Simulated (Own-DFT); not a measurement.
## Calculated data, SiC (2H silicon carbide, strained, atoms displaced), Si₃N₄ (beta silicon nitride, atoms displaced)

Computed with Own-DFT development build. A calculation, not a measurement: plane-wave PBE density functional theory by an unreviewed code, no spin, of a simulated periodic cell, stress positive in tension, free energy of the whole cell less one offset for each atom, forces on such cells passed a denser k mesh, this cell's mesh not checked; offsets are fitted by least squares, one for each functional and potential file, so energies compare only between cells with the same atoms and settings and are not formation energies; the far tail of each file's local potential was reset to the Coulomb form; each entry is a single point on an unrelaxed cell, so the pressure reflects the starting lattice, mostly measured values (interpolated for alloys), from which strain is counted, and rises with the displacements; printed positions are rounded, which can move forces by about a meV/angstrom; the program, named Own-DFT, is a retired in-house code; no spin-orbit coupling.

Common to all runs: functional PBE; potential files PseudoDojo norm-conserving, scalar-relativistic, standard set; wave cutoff 42 hartree; occupations Fermi-Dirac; smearing width 0.1 eV.

(1) SiC (2H silicon carbide, strained, atoms displaced)

```cif
# cell vector a (Å): 6.2308 -0.1063 -0.1045
# cell vector b (Å): -3.2075 5.3901 -0.0376
# cell vector c (Å): -0.1706 -0.1694 9.9719
data_SiC
_symmetry_space_group_name_H-M 'P 1'
_symmetry_Int_Tables_number 1
_cell_length_a 6.2326
_cell_length_b 6.2724
_cell_length_c 9.9748
_cell_angle_alpha 90.678
_cell_angle_beta 91.924
_cell_angle_gamma 121.721
_cell_volume 331.31
loop_
_atom_site_label
_atom_site_type_symbol
_atom_site_fract_x
_atom_site_fract_y
_atom_site_fract_z
_atom_site_occupancy
Si1 Si 0.99503 0.00612 0.99583 1
Si2 Si 0.16407 0.32838 0.25315 1
C1 C 0.98585 0.99425 0.19000 1
C2 C 0.16997 0.33144 0.43586 1
Si3 Si 0.99073 0.99281 0.49303 1
Si4 Si 0.18027 0.34522 0.74154 1
C3 C 0.00836 0.00467 0.68526 1
C4 C 0.18783 0.33118 0.93343 1
Si5 Si 0.98601 0.49246 0.00407 1
Si6 Si 0.16479 0.83701 0.25123 1
C5 C 0.00331 0.50224 0.18391 1
C6 C 0.17931 0.83779 0.43279 1
Si7 Si 0.01013 0.51159 0.49093 1
Si8 Si 0.17129 0.82953 0.75064 1
C7 C 0.98766 0.47746 0.68680 1
C8 C 0.16545 0.82039 0.93913 1
Si9 Si 0.50149 0.99331 0.00077 1
Si10 Si 0.66682 0.34575 0.24875 1
C9 C 0.50416 0.99519 0.18922 1
C10 C 0.66650 0.33712 0.43117 1
Si11 Si 0.48876 0.99386 0.50380 1
Si12 Si 0.67684 0.34293 0.74794 1
C11 C 0.50515 0.00705 0.69898 1
C12 C 0.67285 0.32197 0.94649 1
Si13 Si 0.49442 0.49275 0.99836 1
Si14 Si 0.68225 0.84870 0.24593 1
C13 C 0.49633 0.49046 0.19281 1
C14 C 0.66742 0.83055 0.43378 1
Si15 Si 0.49076 0.50580 0.50861 1
Si16 Si 0.66014 0.83622 0.75394 1
C15 C 0.49172 0.49736 0.68400 1
C16 C 0.66606 0.83267 0.93494 1
```

| Item | Value |
| --- | --- |
| hardware | one NVIDIA H100 |
| k mesh | 5 x 5 x 3 centred on Gamma |
| free energy of cell above offsets | -1.684 eV |
| pressure | 6.16 GPa |
| stress xx | -2.99 GPa |
| stress yy | -2.57 GPa |
| stress zz | -12.93 GPa |
| stress yz | -4.88 GPa |
| stress xz | -7.04 GPa |
| stress xy | -10.94 GPa |
| wall time | 122.4 s |

Force:
| element | x (eV/Å) | y (eV/Å) | z (eV/Å) |
| --- | --- | --- | --- |
| Si | 2.245 | -0.594 | 0.244 |
| Si | -0.022 | 1.186 | -1.228 |
| C | 2.99 | 1.35 | -1.411 |
| C | -1.375 | -0.165 | 0.778 |
| Si | 1.325 | 0.942 | 1.529 |
| Si | -1.445 | -2.497 | 1.673 |
| C | -0.308 | -1.17 | 0.123 |
| C | -3.918 | -0.812 | -0.584 |
| Si | 3.396 | 1.477 | -0.969 |
| Si | 1.186 | -0.103 | -1.985 |
| C | -0.135 | -0.299 | 2.238 |
| C | -2.57 | -0.608 | 0.961 |
| Si | -0.704 | -2.109 | 0.913 |
| Si | -1.305 | -0.063 | 0.16 |
| C | 1.177 | 2.977 | -1.262 |
| C | -1.329 | 0.514 | 0.068 |
| Si | -0.426 | -0.343 | 0.413 |
| Si | 1.22 | -1.64 | -0.505 |
| C | -0.901 | 0.868 | -0.173 |
| C | -0.41 | -0.103 | 2.458 |
| Si | 3.036 | 2.422 | -0.324 |
| Si | -1.213 | -0.843 | 1.472 |
| C | -0.403 | -0.963 | -2.038 |
| C | -2.842 | 0.193 | -2.437 |
| Si | 2.695 | 1.132 | 1.708 |
| Si | -3.078 | -3.095 | 1.219 |
| C | -0.882 | 1.472 | -1.562 |
| C | -1.714 | -0.186 | 0.889 |
| Si | 2.428 | -0.044 | -3.952 |
| Si | 1.737 | 0.516 | -1.61 |
| C | 1.929 | 1.412 | 2.049 |
| C | -0.384 | -0.826 | 1.147 |

(2) SiC (2H silicon carbide, strained, atoms displaced)

```cif
# cell vector a (Å): 6.1049 0.0886 -0.0101
# cell vector b (Å): -2.9757 5.2387 0.0380
# cell vector c (Å): -0.0165 0.0621 9.8873
data_SiC
_symmetry_space_group_name_H-M 'P 1'
_symmetry_Int_Tables_number 1
_cell_length_a 6.1056
_cell_length_b 6.0250
_cell_length_c 9.8875
_cell_angle_alpha 89.279
_cell_angle_beta 90.185
_cell_angle_gamma 118.766
_cell_volume 318.81
loop_
_atom_site_label
_atom_site_type_symbol
_atom_site_fract_x
_atom_site_fract_y
_atom_site_fract_z
_atom_site_occupancy
Si1 Si 0.99774 0.00002 0.00187 1
Si2 Si 0.17738 0.33007 0.26125 1
C1 C 0.98773 0.00123 0.18462 1
C2 C 0.15829 0.31951 0.43859 1
Si3 Si 0.99019 0.00644 0.50420 1
Si4 Si 0.16879 0.33917 0.74458 1
C3 C 0.00123 0.00331 0.69493 1
C4 C 0.16471 0.32956 0.93977 1
Si5 Si 0.99298 0.51221 0.99072 1
Si6 Si 0.17654 0.84705 0.25293 1
C5 C 0.99629 0.48903 0.18923 1
C6 C 0.17460 0.83715 0.43240 1
Si7 Si 0.99907 0.48153 0.49936 1
Si8 Si 0.15956 0.84092 0.73795 1
C7 C 0.01490 0.49484 0.68368 1
C8 C 0.16073 0.83415 0.93524 1
Si9 Si 0.51619 0.98724 0.00379 1
Si10 Si 0.67031 0.33092 0.25812 1
C9 C 0.50341 0.01227 0.19234 1
C10 C 0.66986 0.31532 0.44246 1
Si11 Si 0.51462 0.00986 0.49348 1
Si12 Si 0.65884 0.32964 0.75258 1
C11 C 0.49613 0.00115 0.68483 1
C12 C 0.65018 0.33061 0.93769 1
Si13 Si 0.50693 0.50902 0.00495 1
Si14 Si 0.65545 0.80904 0.24843 1
C13 C 0.50659 0.51214 0.18188 1
C14 C 0.65381 0.81348 0.44135 1
Si15 Si 0.50159 0.48955 0.50364 1
Si16 Si 0.67702 0.83121 0.75326 1
C15 C 0.49587 0.51747 0.68563 1
C16 C 0.67063 0.83122 0.94138 1
```

| Quantity | Value |
| --- | --- |
| hardware | one NVIDIA H100 |
| k mesh | 5 x 5 x 3 centred on Gamma |
| free energy of cell above offsets | -0.653 eV |
| pressure | 15.58 GPa |
| stress xx | -9.52 GPa |
| stress yy | -16.59 GPa |
| stress zz | -20.64 GPa |
| stress yz | 2.47 GPa |
| stress xz | 0.59 GPa |
| stress xy | 7.3 GPa |
| wall time | 124.6 s |

Force:
| element | x (eV/Å) | y (eV/Å) | z (eV/Å) |
| --- | --- | --- | --- |
| Si | 0.872 | 0.818 | -0.41 |
| Si | -1.856 | -0.104 | -4.492 |
| C | 1.283 | -0.211 | 1.946 |
| C | 1.881 | 1.175 | 1.268 |
| Si | 1.631 | -3.322 | -0.661 |
| Si | 1.82 | -0.701 | 3.2 |
| C | -1.832 | 0.856 | -2.262 |
| C | -0.328 | 1.475 | -0.821 |
| Si | 1.203 | -2.329 | 1.843 |
| Si | -1.173 | -2.012 | -2.31 |
| C | 0.197 | 1.683 | 0.295 |
| C | -0.804 | -0.32 | 2.936 |
| Si | -0.838 | 3.136 | -0.396 |
| Si | 3.648 | -1.826 | 2.271 |
| C | -4.38 | 1.334 | -0.002 |
| C | 1.343 | 0.94 | -0.634 |
| Si | -4.6 | 2.154 | -0.059 |
| Si | 0.694 | 1.193 | -2.271 |
| C | 0.711 | -1.74 | -0.49 |
| C | -0.827 | 4.142 | -0.833 |
| Si | -1.606 | -5.031 | 2.142 |
| Si | 0.355 | 0.285 | -0.963 |
| C | 0.705 | 0.265 | 0.316 |
| C | 1.951 | -0.36 | 0.23 |
| Si | -1.53 | -2.285 | -2.262 |
| Si | 0.004 | 4.726 | 1.512 |
| C | 0.075 | -3.75 | 2.928 |
| C | 1.144 | 1.104 | -1.063 |
| Si | -0.538 | -0.146 | -0.259 |
| Si | -2.449 | 1.122 | -0.199 |
| C | 1.959 | -1.973 | 0.663 |
| C | 1.286 | -0.298 | -1.16 |

(3) SiC (2H silicon carbide, strained, atoms displaced)

```cif
# cell vector a (Å): 6.1286 0.0001 -0.0376
# cell vector b (Å): -3.0642 5.2881 0.0424
# cell vector c (Å): -0.0614 0.0445 10.0560
data_SiC
_symmetry_space_group_name_H-M 'P 1'
_symmetry_Int_Tables_number 1
_cell_length_a 6.1287
_cell_length_b 6.1119
_cell_length_c 10.0563
_cell_angle_alpha 89.208
_cell_angle_beta 90.701
_cell_angle_gamma 120.091
_cell_volume 325.89
loop_
_atom_site_label
_atom_site_type_symbol
_atom_site_fract_x
_atom_site_fract_y
_atom_site_fract_z
_atom_site_occupancy
Si1 Si 0.00213 0.01608 0.00169 1
Si2 Si 0.14828 0.32230 0.26078 1
C1 C 0.99488 0.99594 0.19282 1
C2 C 0.16910 0.34984 0.43409 1
Si3 Si 0.98904 0.99917 0.50305 1
Si4 Si 0.18169 0.33146 0.75019 1
C3 C 0.99441 0.98801 0.68578 1
C4 C 0.16160 0.33883 0.93766 1
Si5 Si 0.98559 0.49588 0.99372 1
Si6 Si 0.16346 0.82248 0.25041 1
C5 C 0.99533 0.48990 0.18772 1
C6 C 0.16284 0.83951 0.43742 1
Si7 Si 0.00265 0.51809 0.50517 1
Si8 Si 0.17821 0.84157 0.75468 1
C7 C 0.00206 0.51692 0.68728 1
C8 C 0.16926 0.82668 0.93314 1
Si9 Si 0.49780 0.99962 0.00806 1
Si10 Si 0.65536 0.32756 0.25305 1
C9 C 0.50871 0.00361 0.18139 1
C10 C 0.66546 0.32740 0.43857 1
Si11 Si 0.49206 0.00295 0.50037 1
Si12 Si 0.66540 0.32538 0.74867 1
C11 C 0.50854 0.00790 0.67992 1
C12 C 0.68162 0.34348 0.93449 1
Si13 Si 0.51132 0.51574 0.99423 1
Si14 Si 0.66764 0.84477 0.25190 1
C13 C 0.50177 0.50887 0.18860 1
C14 C 0.67094 0.84504 0.44407 1
Si15 Si 0.48901 0.48274 0.49100 1
Si16 Si 0.65492 0.81502 0.74045 1
C15 C 0.48343 0.49802 0.70099 1
C16 C 0.65227 0.82578 0.94227 1
```

| Item | Value |
| --- | --- |
| hardware | one NVIDIA H100 |
| k mesh | 5 x 5 x 3 centred on Gamma |
| free energy of cell above offsets | -1.917 eV |
| pressure | 10.03 GPa |
| stress xx | -8.11 GPa |
| stress yy | -11.65 GPa |
| stress zz | -10.31 GPa |
| stress yz | 1.21 GPa |
| stress xz | -2.79 GPa |
| stress xy | -2.07 GPa |
| wall time | 120.6 s |

Force:
| element | x (eV/Å) | y (eV/Å) | z (eV/Å) |
| --- | --- | --- | --- |
| Si | 0.296 | -2.016 | -0.149 |
| Si | 1.641 | 1.123 | -3.749 |
| C | 0.834 | 0.293 | -0.577 |
| C | -0.991 | -1.471 | 2.872 |
| Si | 1.345 | 1.205 | -0.469 |
| Si | -5.457 | -1.948 | 1.01 |
| C | 0.102 | 1.149 | 0.862 |
| C | 1.114 | 0.084 | -0.327 |
| Si | 3.069 | 1.355 | 1.955 |
| Si | -0.335 | 0.482 | -0.595 |
| C | -1.015 | 0.381 | -0.146 |
| C | -0.091 | 0.42 | -0.304 |
| Si | 0.384 | -1.306 | -0.586 |
| Si | -0.391 | -0.36 | -1.582 |
| C | 0.948 | -1.546 | 0.506 |
| C | -1.058 | 1.827 | 2.216 |
| Si | 0.03 | 0.153 | -3.476 |
| Si | 0.368 | 1.324 | -1.261 |
| C | -1.874 | -0.117 | 3.216 |
| C | -0.175 | 0.898 | 0.012 |
| Si | 0.806 | -0.668 | -0.517 |
| Si | 0.275 | 1.665 | 0.209 |
| C | -0.508 | -1.045 | 1.746 |
| C | -3.347 | -2.412 | -0.244 |
| Si | -0.582 | -3.242 | 2.075 |
| Si | 0.796 | -1.756 | 0.253 |
| C | -0.493 | -0.97 | 0.369 |
| C | -1.318 | -1.775 | -1.2 |
| Si | 0.224 | 2.417 | 1.673 |
| Si | 0.14 | 3.529 | 2.392 |
| C | 4.194 | -1.197 | -4.138 |
| C | 1.07 | 3.526 | -2.045 |

(4) Si₃N₄ (beta silicon nitride, atoms displaced)

```cif
# cell vector a (Å): 7.6060 0.0000 0.0000
# cell vector b (Å): -3.8030 6.5870 0.0000
# cell vector c (Å): 0.0000 0.0000 8.7270
data_Si3N4
_symmetry_space_group_name_H-M 'P 1'
_symmetry_Int_Tables_number 1
_cell_length_a 7.6060
_cell_length_b 7.6060
_cell_length_c 8.7270
_cell_angle_alpha 90.000
_cell_angle_beta 90.000
_cell_angle_gamma 120.000
_cell_volume 437.23
loop_
_atom_site_label
_atom_site_type_symbol
_atom_site_fract_x
_atom_site_fract_y
_atom_site_fract_z
_atom_site_occupancy
Si1 Si 0.17586 0.77333 0.08153 1
Si2 Si 0.23054 0.40572 0.08502 1
Si3 Si 0.59385 0.82441 0.08536 1
Si4 Si 0.82643 0.23038 0.25241 1
Si5 Si 0.77621 0.59672 0.24690 1
Si6 Si 0.40331 0.17428 0.25230 1
N1 N 0.33137 0.03187 0.08195 1
N2 N 0.96400 0.30276 0.08929 1
N3 N 0.69762 0.66592 0.08298 1
N4 N 0.66438 0.96671 0.24765 1
N5 N 0.03138 0.69871 0.25708 1
N6 N 0.30423 0.33130 0.24988 1
N7 N 0.33113 0.66145 0.08402 1
N8 N 0.66813 0.33508 0.25068 1
Si7 Si 0.17357 0.77281 0.41798 1
Si8 Si 0.22306 0.40545 0.41617 1
Si9 Si 0.59436 0.82730 0.41847 1
Si10 Si 0.82110 0.22522 0.58465 1
Si11 Si 0.77043 0.60024 0.58416 1
Si12 Si 0.40586 0.17572 0.58772 1
N9 N 0.33213 0.02819 0.41980 1
N10 N 0.96802 0.29733 0.41593 1
N11 N 0.69828 0.66900 0.41089 1
N12 N 0.66389 0.96452 0.58298 1
N13 N 0.03157 0.69490 0.58185 1
N14 N 0.30002 0.33439 0.58208 1
N15 N 0.32798 0.66083 0.41715 1
N16 N 0.66257 0.32960 0.58112 1
Si13 Si 0.17106 0.76731 0.74768 1
Si14 Si 0.23177 0.40437 0.75256 1
Si15 Si 0.59744 0.83132 0.74846 1
Si16 Si 0.82280 0.22790 0.91570 1
Si17 Si 0.77225 0.59859 0.91870 1
Si18 Si 0.40616 0.17610 0.91650 1
N17 N 0.33329 0.02963 0.75036 1
N18 N 0.96932 0.30152 0.74545 1
N19 N 0.69896 0.66810 0.75089 1
N20 N 0.66432 0.96328 0.91794 1
N21 N 0.03080 0.69939 0.91662 1
N22 N 0.30188 0.32687 0.91909 1
N23 N 0.33308 0.67065 0.75529 1
N24 N 0.66735 0.33188 0.91774 1
```

| Item | Value |
| --- | --- |
| k mesh | 3 x 3 x 3 centred on Gamma |
| free energy of cell above offsets | -7.254 eV |
| pressure | 5.55 GPa |
| stress xx | -5.24 GPa |
| stress yy | -5.08 GPa |
| stress zz | -6.33 GPa |
| stress yz | -0.31 GPa |
| stress xz | -0.25 GPa |
| stress xy | -0.53 GPa |

Force:
| element | x (eV/Å) | y (eV/Å) | z (eV/Å) |
| --- | --- | --- | --- |
| Si | 0.722 | -0.998 | 1.012 |
| Si | -0.116 | -0.613 | 0.14 |
| Si | -0.445 | -0.973 | -0.393 |
| Si | -1.567 | -0.289 | -0.18 |
| Si | -1.216 | -0.951 | 0.756 |
| Si | 1.202 | 0.232 | -0.103 |
| N | -0.145 | -0.134 | 0.587 |
| N | 1.49 | 0.082 | -1.937 |
| N | 0.13 | 0.551 | 0.106 |
| N | 0.224 | 0.709 | 1.106 |
| N | 0.336 | 0.649 | -2.287 |
| N | -1.285 | 0.162 | 0.401 |
| N | -0.455 | 1.207 | -0.02 |
| N | -0.053 | -0.554 | 0.041 |
| Si | 1.49 | -0.826 | 0.189 |
| Si | 1.97 | -0.07 | -0.078 |
| Si | -0.619 | -1.766 | -1.496 |
| Si | -0.502 | 1.081 | -0.92 |
| Si | 0.02 | -1.526 | -1.149 |
| Si | -0.469 | 0.201 | -1.047 |
| N | -0.264 | 0.864 | -0.117 |
| N | -0.738 | -0.783 | 0.827 |
| N | 0.321 | 0.427 | 1.297 |
| N | 0.379 | 1.152 | 0.008 |
| N | -1.097 | 0.101 | 0.513 |
| N | 0.279 | -0.588 | 0.513 |
| N | -0.044 | 1.738 | 0.06 |
| N | 0.722 | 1.101 | 0.324 |
| Si | 0.882 | 0.163 | 0.606 |
| Si | 0.01 | 1.004 | -0.534 |
| Si | -0.642 | -2.078 | 1.045 |
| Si | 0.095 | 0.327 | 0.627 |
| Si | -0.2 | -1.312 | -0.495 |
| Si | 1.056 | -0.455 | 0.065 |
| N | -0.466 | -0.139 | 0.266 |
| N | 0.12 | -0.482 | 1.452 |
| N | -0.219 | 0.64 | -0.039 |
| N | 0.49 | 1.416 | -0.209 |
| N | -0.18 | 0.248 | -0.077 |
| N | -1.544 | 0.679 | -0.316 |
| N | 0.614 | -0.803 | -0.31 |
| N | -0.287 | 0.605 | -0.233 |

(5) Si₃N₄ (beta silicon nitride, atoms displaced)

```cif
# cell vector a (Å): 7.6060 0.0000 0.0000
# cell vector b (Å): -3.8030 6.5870 0.0000
# cell vector c (Å): 0.0000 0.0000 8.7270
data_Si3N4
_symmetry_space_group_name_H-M 'P 1'
_symmetry_Int_Tables_number 1
_cell_length_a 7.6060
_cell_length_b 7.6060
_cell_length_c 8.7270
_cell_angle_alpha 90.000
_cell_angle_beta 90.000
_cell_angle_gamma 120.000
_cell_volume 437.23
loop_
_atom_site_label
_atom_site_type_symbol
_atom_site_fract_x
_atom_site_fract_y
_atom_site_fract_z
_atom_site_occupancy
Si1 Si 0.17575 0.77551 0.08436 1
Si2 Si 0.23144 0.40082 0.08459 1
Si3 Si 0.59582 0.82264 0.08351 1
Si4 Si 0.82668 0.22862 0.24970 1
Si5 Si 0.76153 0.59127 0.24778 1
Si6 Si 0.40494 0.17418 0.25114 1
N1 N 0.33379 0.03147 0.08155 1
N2 N 0.96574 0.29888 0.08304 1
N3 N 0.69982 0.66558 0.08454 1
N4 N 0.66076 0.96088 0.24895 1
N5 N 0.03496 0.70339 0.25200 1
N6 N 0.30247 0.33266 0.25184 1
N7 N 0.33487 0.66795 0.08657 1
N8 N 0.66771 0.33694 0.24527 1
Si7 Si 0.17283 0.76399 0.41519 1
Si8 Si 0.23703 0.40832 0.41726 1
Si9 Si 0.59573 0.82567 0.41382 1
Si10 Si 0.82904 0.23238 0.58474 1
Si11 Si 0.76895 0.59405 0.58505 1
Si12 Si 0.40612 0.17911 0.58160 1
N9 N 0.33026 0.02746 0.41674 1
N10 N 0.97210 0.30651 0.41549 1
N11 N 0.69873 0.66845 0.41505 1
N12 N 0.66941 0.96988 0.58047 1
N13 N 0.03341 0.69687 0.58226 1
N14 N 0.30638 0.33742 0.58086 1
N15 N 0.33348 0.66441 0.41336 1
N16 N 0.66593 0.33328 0.58648 1
Si13 Si 0.17905 0.77012 0.74959 1
Si14 Si 0.22916 0.40073 0.74685 1
Si15 Si 0.59472 0.82485 0.75095 1
Si16 Si 0.83006 0.23249 0.92017 1
Si17 Si 0.76848 0.59923 0.91279 1
Si18 Si 0.40271 0.17112 0.91872 1
N17 N 0.33839 0.03152 0.74955 1
N18 N 0.97132 0.29910 0.75438 1
N19 N 0.69776 0.66812 0.75037 1
N20 N 0.66928 0.97381 0.91463 1
N21 N 0.03304 0.69986 0.91671 1
N22 N 0.30499 0.33691 0.91624 1
N23 N 0.32863 0.65968 0.74948 1
N24 N 0.66380 0.33452 0.91213 1
```

| Property | Result |
| --- | --- |
| k mesh | 3 x 3 x 3 centred on Gamma |
| free energy of cell above offsets | -7.314 eV |
| pressure | 5.39 GPa |
| stress xx | -3.81 GPa |
| stress yy | -5.17 GPa |
| stress zz | -7.18 GPa |
| stress yz | 0.11 GPa |
| stress xz | -0.42 GPa |
| stress xy | 0.78 GPa |

Force:
| element | x (eV/Å) | y (eV/Å) | z (eV/Å) |
| --- | --- | --- | --- |
| Si | 0.836 | -1.608 | 0.016 |
| Si | -0.878 | 1.628 | -0.36 |
| Si | -0.887 | -0.092 | -0.868 |
| Si | -1.169 | -0.017 | 0.3 |
| Si | 1.941 | 0.554 | 0.918 |
| Si | 0.719 | -0.045 | -0.135 |
| N | -0.407 | 0.353 | 1.011 |
| N | 1.574 | 0.245 | 0.914 |
| N | -0.655 | 0.904 | -1.196 |
| N | 0.625 | 2.325 | -0.178 |
| N | -1.689 | -0.599 | -1.008 |
| N | 0.229 | -0.64 | -0.355 |
| N | -0.306 | -0.615 | -0.354 |
| N | 0.422 | -1.57 | 0.411 |
| Si | 0.612 | 0.36 | 0.458 |
| Si | -1.149 | 0.321 | -0.555 |
| Si | -0.635 | -0.654 | 0.965 |
| Si | -0.745 | 0.034 | -0.039 |
| Si | 0.42 | -0.079 | -0.824 |
| Si | 1.057 | -1.135 | 0.343 |
| N | -0.153 | 0.602 | 0.067 |
| N | 0.342 | -0.5 | 0.329 |
| N | 0.253 | -0.058 | 0.566 |
| N | 0.33 | -0.104 | 0.497 |
| N | -0.837 | -0.023 | 0.536 |
| N | 0.041 | -0.667 | 0.478 |
| N | 0.196 | 0.567 | 0.344 |
| N | 0.498 | 0.238 | -0.393 |
| Si | -0.188 | -0.314 | -0.044 |
| Si | 0.058 | 0.888 | 1.003 |
| Si | -1.143 | 0.137 | -0.695 |
| Si | -2.19 | 0.31 | -1.159 |
| Si | 1.288 | -1.544 | 1.2 |
| Si | 0.733 | 1.355 | -1.204 |
| N | -0.759 | -0.084 | -0.224 |
| N | -0.045 | -0.353 | -1.056 |
| N | -0.161 | 0.615 | -0.649 |
| N | 0.408 | -1.159 | 0.775 |
| N | -0.664 | 0.223 | -0.151 |
| N | 0.218 | -0.993 | -0.009 |
| N | 0.913 | 1.049 | -0.059 |
| N | 0.949 | 0.147 | 0.384 |
